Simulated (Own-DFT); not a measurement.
Simulation results for Hf36O71 (tetragonal hafnia with one neutral oxygen vacancy, atoms displaced)

All values are calculated (Own-DFT development build). A calculation, not a measurement: plane-wave PBE and HSE06 DFT by an unreviewed code, no spin, of a simulated cell at Gamma alone, so results move with cell size and shape, stress positive in tension, energies less offsets, not probed for a lower state with spin; hafnium file: forces about 75 meV/angstrom off all-electron values; oxygen file: force components 24 meV/angstrom off all-electron in a glass; k mesh not checked against a denser one; forces and stress are PBE's, HSE06 gives the energy alone, and its difference from PBE has offsets of its own; offsets are fitted by least squares, one for each functional and potential file, so energies compare only between cells with the same atoms and settings and are not formation energies; the far tail of each file's local potential was reset to the Coulomb form; each entry is a single point on an unrelaxed cell, so the pressure reflects the starting lattice, taken from the Materials Project, from which strain is counted, and rises with the displacements; printed positions are rounded, which can move forces by about a meV/angstrom; the program is a retired in-house code; no spin-orbit coupling.

Common to all runs: first functional PBE; second functional HSE06; exact exchange share 0.25; screening 0.11 1/bohr; exchange divergence Gygi-Baldereschi; potential files PseudoDojo norm-conserving, scalar-relativistic, made for PBE, standard set; wave cutoff 48 hartree; occupations fixed; k mesh 1 x 1 x 1 centred on Gamma.

(1) Hf36O71 (tetragonal hafnia with one neutral oxygen vacancy, atoms displaced)

```cif
# cell vector a (Å): 10.7800 0.0000 0.0000
# cell vector b (Å): 0.0000 10.7800 0.0000
# cell vector c (Å): 0.0000 0.0000 10.4493
data_Hf36O71
_symmetry_space_group_name_H-M 'P 1'
_symmetry_Int_Tables_number 1
_cell_length_a 10.7800
_cell_length_b 10.7800
_cell_length_c 10.4493
_cell_angle_alpha 90.000
_cell_angle_beta 90.000
_cell_angle_gamma 90.000
_cell_volume 1214.30
loop_
_atom_site_label
_atom_site_type_symbol
_atom_site_fract_x
_atom_site_fract_y
_atom_site_fract_z
_atom_site_occupancy
Hf1 Hf 0.99951 0.99519 0.99623 1
Hf2 Hf 0.16835 0.16803 0.25117 1
O1 O 0.99839 0.17191 0.15410 1
O2 O 0.16212 0.99893 0.34359 1
O3 O 0.99769 0.16583 0.40096 1
O4 O 0.16773 0.99860 0.09847 1
Hf3 Hf 0.00087 0.00384 0.49767 1
Hf4 Hf 0.16655 0.16385 0.74312 1
O5 O 0.00096 0.16625 0.65173 1
O6 O 0.16419 0.99602 0.84967 1
O7 O 0.00156 0.16485 0.90033 1
O8 O 0.16838 0.99836 0.59794 1
Hf5 Hf 0.99958 0.33357 0.99984 1
Hf6 Hf 0.16423 0.50511 0.25213 1
O9 O 0.99890 0.50054 0.15305 1
O10 O 0.16719 0.33507 0.34604 1
O11 O 0.99887 0.50153 0.40373 1
O12 O 0.16995 0.33210 0.10136 1
Hf7 Hf 0.00208 0.33087 0.50256 1
Hf8 Hf 0.16109 0.49862 0.75060 1
O13 O 0.99764 0.50293 0.65739 1
O14 O 0.16919 0.33412 0.84767 1
O15 O 0.99956 0.50445 0.89708 1
O16 O 0.16765 0.33844 0.59951 1
Hf9 Hf 0.99669 0.66032 0.00287 1
Hf10 Hf 0.16603 0.83563 0.25177 1
O17 O 0.00505 0.83478 0.15535 1
O18 O 0.16661 0.66454 0.34071 1
O19 O 0.99543 0.83475 0.40492 1
O20 O 0.16405 0.66695 0.10354 1
Hf11 Hf 0.99923 0.66464 0.49794 1
Hf12 Hf 0.16322 0.83070 0.75295 1
O21 O 0.00090 0.83198 0.64889 1
O22 O 0.16476 0.66398 0.84528 1
O23 O 0.99657 0.83210 0.89966 1
O24 O 0.16410 0.66555 0.60199 1
Hf13 Hf 0.33455 0.00385 0.99788 1
Hf14 Hf 0.49700 0.16161 0.24882 1
O25 O 0.33397 0.16932 0.14990 1
O26 O 0.49413 0.99893 0.35092 1
O27 O 0.33276 0.16444 0.40296 1
O28 O 0.49666 0.00375 0.09966 1
Hf15 Hf 0.33305 0.00406 0.49582 1
Hf16 Hf 0.50131 0.16910 0.74862 1
O29 O 0.33472 0.16563 0.65036 1
O30 O 0.49947 0.00104 0.84908 1
O31 O 0.33518 0.16608 0.90260 1
O32 O 0.50303 0.00263 0.59615 1
Hf17 Hf 0.33333 0.33241 0.99956 1
Hf18 Hf 0.49897 0.50309 0.25239 1
O33 O 0.33293 0.49993 0.15150 1
O34 O 0.49871 0.33166 0.35252 1
O35 O 0.33423 0.50202 0.40029 1
O36 O 0.50058 0.33519 0.09941 1
Hf19 Hf 0.33770 0.33377 0.50166 1
Hf20 Hf 0.50173 0.49917 0.75554 1
O37 O 0.33715 0.49932 0.64941 1
O38 O 0.50083 0.33997 0.84640 1
O39 O 0.34031 0.50635 0.90201 1
O40 O 0.49655 0.33071 0.60124 1
Hf21 Hf 0.33333 0.66649 0.00236 1
Hf22 Hf 0.49773 0.83509 0.25179 1
O41 O 0.33250 0.83288 0.15366 1
O42 O 0.33327 0.83442 0.40652 1
O43 O 0.49755 0.66741 0.09842 1
Hf23 Hf 0.33295 0.66525 0.50309 1
Hf24 Hf 0.50249 0.83454 0.75333 1
O44 O 0.33463 0.83603 0.65334 1
O45 O 0.49877 0.66534 0.84402 1
O46 O 0.33029 0.83384 0.90085 1
O47 O 0.50306 0.66298 0.59946 1
Hf25 Hf 0.66001 0.00261 0.99420 1
Hf26 Hf 0.83382 0.16622 0.24898 1
O48 O 0.66212 0.16756 0.15300 1
O49 O 0.82832 0.99600 0.34506 1
O50 O 0.66269 0.16742 0.40485 1
O51 O 0.83177 0.99944 0.09843 1
Hf27 Hf 0.66723 0.99829 0.49617 1
Hf28 Hf 0.83338 0.16808 0.75376 1
O52 O 0.66904 0.16555 0.65302 1
O53 O 0.83329 0.99926 0.84592 1
O54 O 0.66763 0.16456 0.90307 1
O55 O 0.83441 0.99460 0.59656 1
Hf29 Hf 0.67343 0.33363 0.99808 1
Hf30 Hf 0.83211 0.49812 0.24959 1
O56 O 0.66534 0.50117 0.15169 1
O57 O 0.83587 0.33409 0.34912 1
O58 O 0.66519 0.49942 0.40034 1
O59 O 0.83242 0.34014 0.09788 1
Hf31 Hf 0.66169 0.34226 0.49857 1
Hf32 Hf 0.83571 0.49649 0.75361 1
O60 O 0.66755 0.50233 0.65925 1
O61 O 0.83256 0.33280 0.84836 1
O62 O 0.66706 0.50132 0.90126 1
O63 O 0.83436 0.33732 0.59832 1
Hf33 Hf 0.66514 0.66564 0.00095 1
Hf34 Hf 0.82985 0.83070 0.24659 1
O64 O 0.66658 0.83640 0.15539 1
O65 O 0.83334 0.66691 0.34008 1
O66 O 0.66475 0.83513 0.40383 1
O67 O 0.83532 0.66733 0.09516 1
Hf35 Hf 0.66647 0.66255 0.50187 1
Hf36 Hf 0.83058 0.83254 0.75269 1
O68 O 0.66330 0.82894 0.65288 1
O69 O 0.83441 0.66303 0.84300 1
O70 O 0.66768 0.82840 0.90230 1
O71 O 0.83267 0.66526 0.60151 1
```

- PBE energy of cell above offsets: -100.855 eV
- HSE06 less PBE above offsets: -0.138 eV
- PBE pressure: 0.81 GPa
- PBE stress xx: 0.71 GPa
- PBE stress yy: -1.69 GPa
- PBE stress zz: -1.45 GPa
- PBE stress yz: -0.09 GPa
- PBE stress xz: -0.2 GPa
- PBE stress xy: 0.02 GPa

Force:
```csv
element,x (eV/Å),y (eV/Å),z (eV/Å)
Hf,0.241,0.032,0.763
Hf,-0.3,0.333,-0.681
O,0.181,0.139,-0.265
O,0.258,0.813,0.812
O,0.096,0.49,0.038
O,-0.113,0.45,-0.397
Hf,-0.399,-1.679,0.649
Hf,0.276,-0.305,1.093
O,-0.29,0.242,-0.256
O,-0.017,1.051,-0.361
O,-0.249,0.594,0.325
O,-0.394,0.72,-0.266
Hf,1.163,-0.483,0.344
Hf,0.791,-1.011,-0.848
O,-0.142,-0.154,-0.482
O,-0.157,-0.326,0.535
O,0.098,-0.725,-0.003
O,-0.893,0.007,-0.914
Hf,-0.509,0.534,-0.481
Hf,1.378,0.585,-0.49
O,0.359,-0.452,-0.791
O,-0.207,-0.416,0.145
O,-0.031,-1.669,0.827
O,-0.141,-0.492,-0.242
Hf,1.187,1.317,-0.356
Hf,0.188,-0.554,-0.621
O,-1.28,0.072,-0.493
O,-0.139,1.098,1.706
O,0.38,-0.36,-0.194
O,0.151,-0.333,-1.097
Hf,-0.245,1.309,0.956
Hf,0.52,-0.21,-0.868
O,-0.339,0.092,0.814
O,0.047,0.158,0.712
O,-0.054,-0.471,0.476
O,0.257,-0.213,-0.974
Hf,-1.032,-1.076,0.228
Hf,0.593,1.019,0.328
O,-0.354,-0.179,0.259
O,0.192,0.109,-0.535
O,-0.409,0.952,-0.642
O,0.498,-0.161,-0.159
Hf,0.694,-1.423,1.485
Hf,0.13,-0.058,-0.47
O,-0.252,0.147,0.164
O,0.421,0.122,0.239
O,0.043,0.382,-0.55
O,-0.484,0.144,0.191
Hf,0.408,0.935,0.39
Hf,-0.669,-0.238,-0.464
O,0.025,0.174,0.361
O,-0.08,0.412,-0.249
O,0.459,-0.03,0.145
O,0.253,-0.117,-0.655
Hf,-0.55,0.658,-0.363
Hf,-0.877,1.13,-1.028
O,-0.651,-0.061,0.311
O,0.132,-2.153,0.613
O,-0.483,-1.143,0.305
O,1.09,-0.014,-0.068
Hf,-0.742,0.318,-0.154
Hf,-0.035,-0.944,0.229
O,0.331,0.069,0.21
O,0.14,-0.601,-0.457
O,0.692,0.052,0.329
Hf,0.212,0.322,0.682
Hf,-1.096,-0.509,-1.019
O,0.054,-0.353,0.352
O,0.392,0.849,0.846
O,0.35,-0.008,0.671
O,-0.504,0.121,-1.209
Hf,0.883,-0.893,1.367
Hf,-0.611,-0.699,0.431
O,0.931,0.002,-0.186
O,0.162,1.005,-0.049
O,0.249,0.345,-0.121
O,-0.023,0.248,-0.819
Hf,0.363,0.646,0.798
Hf,-0.131,-0.854,-1.106
O,0.003,0.309,0.686
O,-0.215,0.354,0.292
O,0.047,0.905,-0.406
O,-0.155,0.361,-0.115
Hf,-1.958,0.358,0.681
Hf,0.063,0.05,0.07
O,0.162,0.188,0.197
O,-0.277,-0.094,-0.281
O,-0.273,0.649,-0.205
O,0.405,-0.328,-0.117
Hf,0.511,-2.198,0.63
Hf,-0.553,1.086,-1.008
O,-0.018,-0.596,-1.099
O,0.085,-0.383,0.851
O,0.209,-0.291,0.624
O,-0.15,-0.178,-0.134
Hf,-0.122,-0.314,0.016
Hf,1.001,0.836,0.269
O,-0.95,-0.295,-0.539
O,-0.145,-0.59,0.765
O,-0.416,-1.343,-0.27
O,-0.881,0.092,0.052
Hf,0.065,1.38,0.531
Hf,0.761,-0.452,-1.325
O,0.516,0.281,0.196
O,-0.151,0.472,0.849
O,-0.116,0.942,0.157
O,0.176,-0.036,-1.114
```

(2) Hf36O71 (tetragonal hafnia with one neutral oxygen vacancy, atoms displaced)

```cif
# cell vector a (Å): 10.7800 0.0000 0.0000
# cell vector b (Å): 0.0000 10.7800 0.0000
# cell vector c (Å): 0.0000 0.0000 10.4493
data_Hf36O71
_symmetry_space_group_name_H-M 'P 1'
_symmetry_Int_Tables_number 1
_cell_length_a 10.7800
_cell_length_b 10.7800
_cell_length_c 10.4493
_cell_angle_alpha 90.000
_cell_angle_beta 90.000
_cell_angle_gamma 90.000
_cell_volume 1214.30
loop_
_atom_site_label
_atom_site_type_symbol
_atom_site_fract_x
_atom_site_fract_y
_atom_site_fract_z
_atom_site_occupancy
Hf1 Hf 0.99878 0.00171 0.99965 1
Hf2 Hf 0.16721 0.16337 0.24403 1
O1 O 0.99587 0.16802 0.15338 1
O2 O 0.16477 0.00157 0.34938 1
O3 O 0.99736 0.16420 0.40278 1
O4 O 0.16636 0.99662 0.09381 1
Hf3 Hf 0.00016 0.99454 0.49941 1
Hf4 Hf 0.16751 0.16593 0.74927 1
O5 O 0.99693 0.16879 0.65441 1
O6 O 0.16843 0.00183 0.84504 1
O7 O 0.99365 0.16589 0.89735 1
O8 O 0.16939 0.99843 0.59825 1
Hf5 Hf 0.99637 0.33444 0.99900 1
Hf6 Hf 0.16412 0.50043 0.25220 1
O9 O 0.00124 0.49692 0.14672 1
O10 O 0.17065 0.33544 0.34557 1
O11 O 0.00464 0.49973 0.40158 1
O12 O 0.16752 0.33502 0.09503 1
Hf7 Hf 0.99835 0.33367 0.50091 1
Hf8 Hf 0.17111 0.50176 0.75103 1
O13 O 0.00257 0.49646 0.65108 1
O14 O 0.16517 0.33429 0.85095 1
O15 O 0.99943 0.49744 0.90331 1
O16 O 0.16553 0.33519 0.59488 1
Hf9 Hf 0.99856 0.66417 0.99781 1
Hf10 Hf 0.16789 0.83376 0.25141 1
O17 O 0.16569 0.66767 0.34989 1
O18 O 0.00167 0.83233 0.40348 1
O19 O 0.17196 0.66172 0.09834 1
Hf11 Hf 0.99527 0.66624 0.50102 1
Hf12 Hf 0.16292 0.83224 0.74722 1
O20 O 0.00149 0.82953 0.65178 1
O21 O 0.16502 0.66912 0.84154 1
O22 O 0.00162 0.83438 0.90364 1
O23 O 0.16878 0.66370 0.59696 1
Hf13 Hf 0.33288 0.00353 0.99841 1
Hf14 Hf 0.50261 0.16896 0.24382 1
O24 O 0.33694 0.16793 0.15395 1
O25 O 0.49716 0.00327 0.34821 1
O26 O 0.33124 0.16329 0.40151 1
O27 O 0.49523 0.00040 0.09757 1
Hf15 Hf 0.33627 0.99925 0.49318 1
Hf16 Hf 0.49862 0.17352 0.74914 1
O28 O 0.33058 0.17086 0.65791 1
O29 O 0.50299 0.99287 0.85032 1
O30 O 0.32756 0.16849 0.90407 1
O31 O 0.49845 0.00370 0.60315 1
Hf17 Hf 0.33004 0.33454 0.00300 1
Hf18 Hf 0.49976 0.49812 0.25261 1
O32 O 0.33250 0.49901 0.15258 1
O33 O 0.50246 0.33542 0.35110 1
O34 O 0.33451 0.50008 0.40001 1
O35 O 0.50130 0.33372 0.09827 1
Hf19 Hf 0.33605 0.33096 0.49454 1
Hf20 Hf 0.49787 0.50132 0.75400 1
O36 O 0.33340 0.50388 0.65427 1
O37 O 0.49586 0.33185 0.84036 1
O38 O 0.33073 0.50228 0.90173 1
O39 O 0.49975 0.33397 0.59953 1
Hf21 Hf 0.33291 0.66936 0.99826 1
Hf22 Hf 0.50452 0.83048 0.25025 1
O40 O 0.32917 0.83004 0.15197 1
O41 O 0.50159 0.66830 0.34467 1
O42 O 0.33184 0.83445 0.40436 1
O43 O 0.50829 0.66548 0.09644 1
Hf23 Hf 0.33266 0.66982 0.49861 1
Hf24 Hf 0.50032 0.83204 0.75246 1
O44 O 0.33968 0.83456 0.65596 1
O45 O 0.50369 0.66272 0.84119 1
O46 O 0.33378 0.83687 0.90264 1
O47 O 0.50181 0.66703 0.59726 1
Hf25 Hf 0.66528 0.99564 0.00219 1
Hf26 Hf 0.83768 0.16906 0.25138 1
O48 O 0.66542 0.16046 0.15190 1
O49 O 0.83391 0.00314 0.34865 1
O50 O 0.66548 0.16821 0.40969 1
O51 O 0.83506 0.99681 0.09721 1
Hf27 Hf 0.66384 0.00017 0.50052 1
Hf28 Hf 0.83438 0.17287 0.74739 1
O52 O 0.66770 0.16712 0.65282 1
O53 O 0.83800 0.99897 0.84796 1
O54 O 0.66589 0.16293 0.90143 1
O55 O 0.83220 0.99829 0.59885 1
Hf29 Hf 0.66683 0.32987 0.00027 1
Hf30 Hf 0.83134 0.49905 0.25294 1
O56 O 0.66738 0.50289 0.15078 1
O57 O 0.83657 0.33059 0.34391 1
O58 O 0.66756 0.50025 0.40086 1
O59 O 0.82736 0.33245 0.09366 1
Hf31 Hf 0.66695 0.34000 0.50057 1
Hf32 Hf 0.83143 0.50047 0.74552 1
O60 O 0.66455 0.50365 0.64990 1
O61 O 0.83220 0.33321 0.84765 1
O62 O 0.67178 0.49617 0.90392 1
O63 O 0.83475 0.33353 0.60103 1
Hf33 Hf 0.66656 0.66803 0.99964 1
Hf34 Hf 0.83070 0.83450 0.24664 1
O64 O 0.66803 0.83761 0.14786 1
O65 O 0.82983 0.66731 0.34579 1
O66 O 0.66583 0.83284 0.40630 1
O67 O 0.83416 0.66892 0.09730 1
Hf35 Hf 0.66662 0.66537 0.50075 1
Hf36 Hf 0.82991 0.83147 0.74797 1
O68 O 0.66262 0.82945 0.64800 1
O69 O 0.83404 0.66451 0.85014 1
O70 O 0.66928 0.82908 0.90340 1
O71 O 0.83400 0.66640 0.59364 1
```

- PBE energy of cell above offsets: -101.003 eV
- HSE06 less PBE above offsets: -0.153 eV
- PBE pressure: 1.08 GPa
- PBE stress xx: -0.43 GPa
- PBE stress yy: -0.99 GPa
- PBE stress zz: -1.82 GPa
- PBE stress yz: 0.01 GPa
- PBE stress xz: 0.5 GPa
- PBE stress xy: 0.03 GPa

Force:
```csv
element,x (eV/Å),y (eV/Å),z (eV/Å)
Hf,-0.425,-0.189,-0.963
Hf,-0.146,0.688,1.065
O,1.144,0.084,-0.599
O,0.095,-0.299,-0.681
O,0.219,0.408,0.045
O,-0.19,0.351,0.813
Hf,-0.125,1.056,0.394
Hf,-0.653,0.398,0.156
O,0.842,-0.037,-0.652
O,-0.198,-0.413,0.12
O,0.428,0.465,0.999
O,-0.38,-0.043,-0.458
Hf,0.406,-0.197,-0.461
Hf,0.307,0.32,-0.418
O,-0.799,-0.021,0.783
O,-0.142,-1.081,-0.312
O,-0.645,0.107,-0.123
O,-0.558,-0.583,0.412
Hf,1.033,-0.507,0.184
Hf,-0.521,-0.724,-0.405
O,-0.691,0.474,0.218
O,0.131,-0.084,-0.433
O,-0.048,0.403,-0.362
O,0.484,-0.128,-0.23
Hf,0.38,0.183,0.307
Hf,-0.771,-0.331,-0.28
O,0.214,0.103,-0.345
O,-0.277,-0.246,-0.434
O,-1.153,0.467,-0.471
Hf,1.759,-0.18,-0.382
Hf,1.258,0.98,0.144
O,-0.876,-0.031,-0.179
O,0.101,-0.348,0.9
O,0.116,-0.383,0.53
O,-0.484,0.409,-0.221
Hf,0.154,-0.617,-0.58
Hf,0.172,-0.367,1.12
O,-0.895,0.041,-0.401
O,0.307,-0.69,-0.335
O,0.045,0.873,-0.148
O,0.603,-0.097,0.276
Hf,0.051,0.151,1.659
Hf,0.656,-2.12,-0.494
O,0.541,0.161,-0.759
O,-0.074,1.379,0.147
O,0.478,-0.024,0.174
O,0.08,0.016,-0.866
Hf,-0.01,0.352,-0.504
Hf,-0.345,0.386,-0.881
O,0.645,-0.092,0.145
O,-0.146,-0.504,-0.283
O,0.274,0.283,0.366
O,-0.133,-0.095,0.043
Hf,-0.87,0.197,0.7
Hf,-0.083,-0.52,-1.233
O,0.411,-0.206,-0.168
O,0.097,0.948,1.448
O,0.247,-0.131,0.157
O,0.188,-0.061,-0.536
Hf,0.181,0.274,0.569
Hf,-0.841,0.838,-0.353
O,1.219,-0.086,0.458
O,-0.029,-0.38,0.233
O,0.154,-0.228,-0.575
O,-1.764,0.435,0.05
Hf,0.128,-0.733,0.729
Hf,-0.182,0.492,-0.542
O,-1.232,-0.436,-0.46
O,-0.095,0.784,1.337
O,0.01,-0.91,0.258
O,-0.48,-0.322,-0.646
Hf,-0.083,0.655,-0.834
Hf,-0.843,-1.182,0.216
O,0.606,0.131,0.118
O,-0.19,-0.811,-0.409
O,0.017,0.438,-0.625
O,0.027,-0.39,0.255
Hf,0.108,0.614,0.686
Hf,-0.294,-1.419,0.655
O,-0.345,0.265,0.182
O,-0.489,-0.412,-0.422
O,-0.198,0.414,0.457
O,0.111,-0.47,-0.329
Hf,-0.087,0.044,-0.74
Hf,0.307,0.469,-1.155
O,0.131,-0.295,0.791
O,-0.199,1.1,0.694
O,0.251,0.03,-0.247
O,0.738,-0.113,0.745
Hf,-0.529,-1.655,0.609
Hf,0.478,-0.418,0.926
O,0.372,-0.262,0.052
O,-0.01,0.609,-0.125
O,-0.493,0.321,-0.259
O,-0.61,0.459,-0.56
Hf,0.876,-1.287,-0.289
Hf,1.257,0.387,0.238
O,-0.505,-0.063,0.533
O,0.252,-0.126,0.086
O,-0.198,0.144,-0.966
O,0.176,0.455,0.206
Hf,-0.727,0.609,0.14
Hf,0.021,1.101,0.535
O,0.877,0.08,0.598
O,0.214,0.166,-0.831
O,0.119,0.506,-0.484
O,-0.44,-0.154,0.781
```

(3) Hf36O71 (tetragonal hafnia with one neutral oxygen vacancy, atoms displaced)

```cif
# cell vector a (Å): 10.7800 0.0000 0.0000
# cell vector b (Å): 0.0000 10.7800 0.0000
# cell vector c (Å): 0.0000 0.0000 10.4493
data_Hf36O71
_symmetry_space_group_name_H-M 'P 1'
_symmetry_Int_Tables_number 1
_cell_length_a 10.7800
_cell_length_b 10.7800
_cell_length_c 10.4493
_cell_angle_alpha 90.000
_cell_angle_beta 90.000
_cell_angle_gamma 90.000
_cell_volume 1214.30
loop_
_atom_site_label
_atom_site_type_symbol
_atom_site_fract_x
_atom_site_fract_y
_atom_site_fract_z
_atom_site_occupancy
Hf1 Hf 0.01988 0.00561 0.99676 1
Hf2 Hf 0.16814 0.17638 0.24550 1
O1 O 0.00404 0.16116 0.15899 1
O2 O 0.16218 0.99270 0.35946 1
O3 O 0.00514 0.16134 0.39997 1
O4 O 0.16966 0.99732 0.10457 1
Hf3 Hf 0.00902 0.00830 0.51224 1
Hf4 Hf 0.16514 0.16849 0.77710 1
O5 O 0.00986 0.16981 0.65255 1
O6 O 0.15680 0.01002 0.84728 1
O7 O 0.99892 0.16713 0.89395 1
O8 O 0.15686 0.99634 0.59415 1
Hf5 Hf 0.99519 0.33658 0.99651 1
Hf6 Hf 0.16353 0.49294 0.25592 1
O9 O 0.00325 0.50010 0.14794 1
O10 O 0.16429 0.33853 0.33958 1
O11 O 0.00033 0.49580 0.39963 1
O12 O 0.17486 0.32915 0.09852 1
Hf7 Hf 0.99366 0.33209 0.49610 1
Hf8 Hf 0.16531 0.49745 0.74845 1
O13 O 0.01060 0.49837 0.65788 1
O14 O 0.14590 0.32350 0.85087 1
O15 O 0.00674 0.49980 0.90863 1
Hf9 Hf 0.98705 0.66415 0.00011 1
Hf10 Hf 0.16836 0.83707 0.24324 1
O16 O 0.99493 0.82788 0.15647 1
O17 O 0.15419 0.67378 0.36286 1
O18 O 0.99502 0.83007 0.41792 1
O19 O 0.16320 0.66947 0.09186 1
Hf11 Hf 0.00907 0.66222 0.49354 1
Hf12 Hf 0.15941 0.83390 0.73036 1
O20 O 0.99669 0.84366 0.65487 1
O21 O 0.16756 0.66532 0.85094 1
O22 O 0.99555 0.84450 0.91195 1
O23 O 0.16071 0.67312 0.59890 1
Hf13 Hf 0.33999 0.99824 0.00561 1
Hf14 Hf 0.49923 0.17494 0.24810 1
O24 O 0.33968 0.16599 0.14579 1
O25 O 0.50281 0.00067 0.34983 1
O26 O 0.32982 0.16596 0.40766 1
O27 O 0.49654 0.00250 0.10471 1
Hf15 Hf 0.33382 0.99680 0.50972 1
Hf16 Hf 0.50663 0.18306 0.75103 1
O28 O 0.32430 0.16389 0.64169 1
O29 O 0.49579 0.99944 0.83522 1
O30 O 0.31917 0.15970 0.89952 1
O31 O 0.50162 0.99936 0.60527 1
Hf17 Hf 0.32593 0.33721 0.99687 1
Hf18 Hf 0.48924 0.49869 0.24797 1
O32 O 0.32261 0.48900 0.15328 1
O33 O 0.50085 0.31922 0.33934 1
O34 O 0.32964 0.49795 0.39939 1
O35 O 0.49751 0.33030 0.11037 1
Hf19 Hf 0.33077 0.32490 0.51728 1
Hf20 Hf 0.49598 0.49298 0.74050 1
O36 O 0.33644 0.48593 0.65700 1
O37 O 0.48308 0.34326 0.85664 1
O38 O 0.31577 0.50119 0.91064 1
O39 O 0.49858 0.32793 0.60715 1
Hf21 Hf 0.32756 0.67193 0.00986 1
Hf22 Hf 0.49584 0.83186 0.24655 1
O40 O 0.32507 0.83597 0.15480 1
O41 O 0.49257 0.66700 0.33800 1
O42 O 0.32626 0.84035 0.38981 1
O43 O 0.51043 0.67186 0.09359 1
Hf23 Hf 0.34023 0.66374 0.50591 1
Hf24 Hf 0.49517 0.83875 0.75374 1
O44 O 0.32808 0.84028 0.65204 1
O45 O 0.49712 0.68012 0.84577 1
O46 O 0.33287 0.83629 0.89348 1
O47 O 0.49675 0.66466 0.60396 1
Hf25 Hf 0.65700 0.99478 0.00482 1
Hf26 Hf 0.84333 0.17270 0.24716 1
O48 O 0.66268 0.17786 0.15073 1
O49 O 0.83704 0.00544 0.32751 1
O50 O 0.66545 0.17501 0.40050 1
O51 O 0.83719 0.99698 0.09494 1
Hf27 Hf 0.67605 0.99198 0.49697 1
Hf28 Hf 0.82704 0.17400 0.75256 1
O52 O 0.66278 0.15912 0.65827 1
O53 O 0.83747 0.00465 0.84709 1
O54 O 0.67714 0.16658 0.90317 1
O55 O 0.83530 0.00954 0.58778 1
Hf29 Hf 0.66718 0.33327 0.00068 1
Hf30 Hf 0.82933 0.49803 0.24839 1
O56 O 0.66459 0.51180 0.14645 1
O57 O 0.82407 0.33510 0.34598 1
O58 O 0.66699 0.49313 0.40199 1
O59 O 0.83516 0.32842 0.09757 1
Hf31 Hf 0.67938 0.34094 0.50270 1
Hf32 Hf 0.83376 0.50300 0.74950 1
O60 O 0.67050 0.50494 0.65251 1
O61 O 0.83513 0.32778 0.85411 1
O62 O 0.66574 0.50616 0.90778 1
O63 O 0.83019 0.32754 0.58594 1
Hf33 Hf 0.65899 0.67504 0.99765 1
Hf34 Hf 0.82991 0.83636 0.26049 1
O64 O 0.66535 0.84134 0.14011 1
O65 O 0.83877 0.66340 0.33840 1
O66 O 0.65064 0.83470 0.39201 1
O67 O 0.84109 0.67372 0.08900 1
Hf35 Hf 0.67049 0.67322 0.49578 1
Hf36 Hf 0.84195 0.82234 0.74670 1
O68 O 0.66874 0.83314 0.64712 1
O69 O 0.82005 0.66298 0.83361 1
O70 O 0.66226 0.82484 0.90775 1
O71 O 0.83878 0.66468 0.60098 1
```

- PBE energy of cell above offsets: -88.710 eV
- HSE06 less PBE above offsets: 0.467 eV
- PBE pressure: 5.42 GPa
- PBE stress xx: -6.13 GPa
- PBE stress yy: -4.49 GPa
- PBE stress zz: -5.65 GPa
- PBE stress yz: 0.21 GPa
- PBE stress xz: -0.1 GPa
- PBE stress xy: 0.08 GPa

Force:
```csv
element,x (eV/Å),y (eV/Å),z (eV/Å)
Hf,-4.291,-0.516,0.366
Hf,1.545,-2.373,1.239
O,0.732,0.755,-1.577
O,-0.133,1.138,-1.632
O,-0.536,2.562,-0.105
O,1.216,0.261,-0.055
Hf,-2.803,-0.562,-3.56
Hf,0.065,-0.853,-5.543
O,-1.066,1.013,-0.426
O,0.069,-4.499,1.182
O,-0.317,0.564,1.81
O,4.642,-1.002,3.027
Hf,0.926,-0.644,0.348
Hf,-0.447,3.385,-0.716
O,-0.91,-0.549,0.596
O,-0.293,-2.129,1.854
O,-0.505,-0.343,0.152
O,-2.859,-0.505,0.226
Hf,2.493,-1.307,0.173
Hf,0.917,0.64,2.29
O,-2.889,-0.701,-1.009
O,1.193,4.877,0.953
O,-1.094,-0.101,-1.368
Hf,4.355,1.972,-0.373
Hf,-2.965,0.093,2.783
O,0.686,0.251,0.926
O,1.144,-1.405,-2.126
O,-1.355,0.884,-0.453
O,0.119,0.095,1.082
Hf,-0.967,0.737,-0.724
Hf,1.28,-0.348,3.722
O,-0.412,-0.558,-0.429
O,-0.215,0.921,-1.762
O,-0.179,-2.788,-1.44
O,2.228,-0.276,1.187
Hf,-1.007,0.202,-0.951
Hf,0.833,-3.614,-0.1
O,-1.763,-0.227,0.159
O,-0.243,-0.295,-0.39
O,-0.612,0.405,-0.486
O,0.15,-0.83,-0.891
Hf,0.467,0.862,-1.912
Hf,-1.361,-2.919,-0.525
O,0.451,1.115,1.839
O,0.459,2.398,2.786
O,1.396,1.229,0.737
O,0.182,-0.221,-1.392
Hf,1.957,-0.837,1.078
Hf,0.93,-2.031,-0.154
O,1.653,1.309,-0.088
O,-0.62,5.78,2.913
O,0.636,0.343,1.176
O,-0.076,1.413,-2.526
Hf,-0.976,-1.028,-1.935
Hf,2.161,2.399,2.202
O,-1.597,0.776,-0.939
O,0.968,-1.001,-0.294
O,0.477,0.291,-0.519
O,1.27,0.722,0.114
Hf,-0.425,0.093,-2.633
Hf,0.417,2.15,0.709
O,2.66,-0.717,-2.216
O,0.033,-0.609,1.389
O,1.251,-1.96,1.816
O,-4.508,-0.089,1.731
Hf,-1.887,1.178,-2.432
Hf,0.396,-0.162,-1.167
O,0.664,-0.546,-1.196
O,-0.227,-3.332,0.254
O,-0.218,0.31,1.712
O,0.747,-0.3,-1.267
Hf,3.75,0.11,-0.113
Hf,-2.722,-1.499,-0.478
O,1.162,-0.558,-0.425
O,-1.003,-0.519,2.423
O,0.838,-1.167,1.505
O,-0.724,0.731,-0.884
Hf,-2.462,2.817,0.034
Hf,1.545,-3.959,-0.01
O,0.553,1.009,-0.309
O,-0.818,-0.641,-1.674
O,-1.76,0.895,-0.219
O,-0.352,-0.13,0.437
Hf,-0.538,0.009,1.522
Hf,-0.135,0.353,-1.186
O,0.391,-1.024,1.507
O,1.157,0.441,0.304
O,-0.354,2.636,-0.211
O,-0.268,0.596,0.226
Hf,-4.342,-2.662,-2.592
Hf,0.05,-0.573,0.165
O,-0.545,-0.662,-0.3
O,-0.031,2.701,-0.467
O,0.066,-1.75,-1.136
O,2.603,0.268,3.045
Hf,2.156,-2.422,0.342
Hf,1.704,0.823,-3.523
O,-0.141,-0.418,1.836
O,-1.228,-0.22,1.391
O,1.695,-1.514,0.507
O,-4.068,-0.636,1.278
Hf,0.131,-0.69,0.972
Hf,-1.93,3.537,1.004
O,0.572,-0.523,-0.457
O,1.347,-0.104,1.766
O,0.165,3.979,-2.309
O,-0.475,-0.178,-1.189
```
